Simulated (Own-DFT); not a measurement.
# Shaking the atoms of zincblende GaP, 96 atoms (Ga48P48)

These are calculations, not measurements. They come from Own-DFT, an in-house plane-wave density functional program, since retired, whose code no person has reviewed. Each row is one single-point run on a periodic cell that was not relaxed, without spin or spin-orbit coupling.

Settings of every run: PBE; PseudoDojo norm-conserving scalar-relativistic files; cutoff 42 hartree; 2 x 3 x 3 k mesh centred on Gamma; Fermi-Dirac smearing of 0.1 eV.

Known limits, some of them of some rows only: some atoms lie very close together; forces on such cells moved up to 12 meV/angstrom on a denser k mesh; forces on such cells passed a denser k mesh, each cell not checked; stress not checked against mesh or cutoff.

Cell vectors in Å: (16.352, 0.000, 0.000); (0.000, 10.901, 0.000); (0.000, 0.000, 10.901). In each run every atom was moved at random and independently from its ideal site; u is the rms move along one axis. E is the free energy for each atom above the fitted value at u = 0, and F the rms of the force components.

| run | u (Å) | E (meV/atom) | F (eV/Å) | largest force (eV/Å) | P (GPa) |
|---|---|---|---|---|---|
| 1 | 0.0201 | 7.3 | 0.278 | 1.05 | 2.71 |
| 2 | 0.0205 | 7.4 | 0.279 | 1.05 | 2.71 |
| 3 | 0.0208 | ? | ? | ? | ? |
| 4 | 0.0499 | 49.4 | 0.819 | 4.73 | 3.39 |
| 5 | 0.0515 | 45.1 | 0.715 | 2.46 | 3.22 |
| 6 | 0.0960 | 157.0 | 1.457 | 5.29 | 4.74 |
| 7 | 0.0990 | 180.4 | 1.576 | 5.50 | 5.23 |
| 8 | 0.1488 | 454.8 | 3.201 | 18.84 | 9.37 |
| 9 | 0.1924 | 567.9 | 2.968 | 15.83 | 10.05 |

## Worked fit

For small independent moves the energy grows as E = (3/2) K u², with K the mean stiffness felt by one atom. The runs with u up to 0.11 Å give K = 12.0 ± 0.4 eV/Å², with residuals divided by u² + 0.0006 Å², since the noise grows with the moves. The scatter is 3.1 meV/atom at u = 0.05 Å. The forces follow F = G u with G = 14.9 eV/Å²; no force at u = 0 is resolved. G exceeds K because the moves of its neighbours add to the force on an atom, and stiffness differs between atoms. At u = 0.192 Å the parabola gives 666 meV/atom and the run 568. The pressure follows P = 2.63 + 249 u² GPa: at fixed volume, shortened bonds push harder than stretched ones pull.

## Withheld run

Question: what energy and rms force should run 3 give?

The fit gives 8 ± 1 meV/atom and about 0.31 eV/Å. The calculation gave 7.3 meV/atom and 0.270 eV/Å.
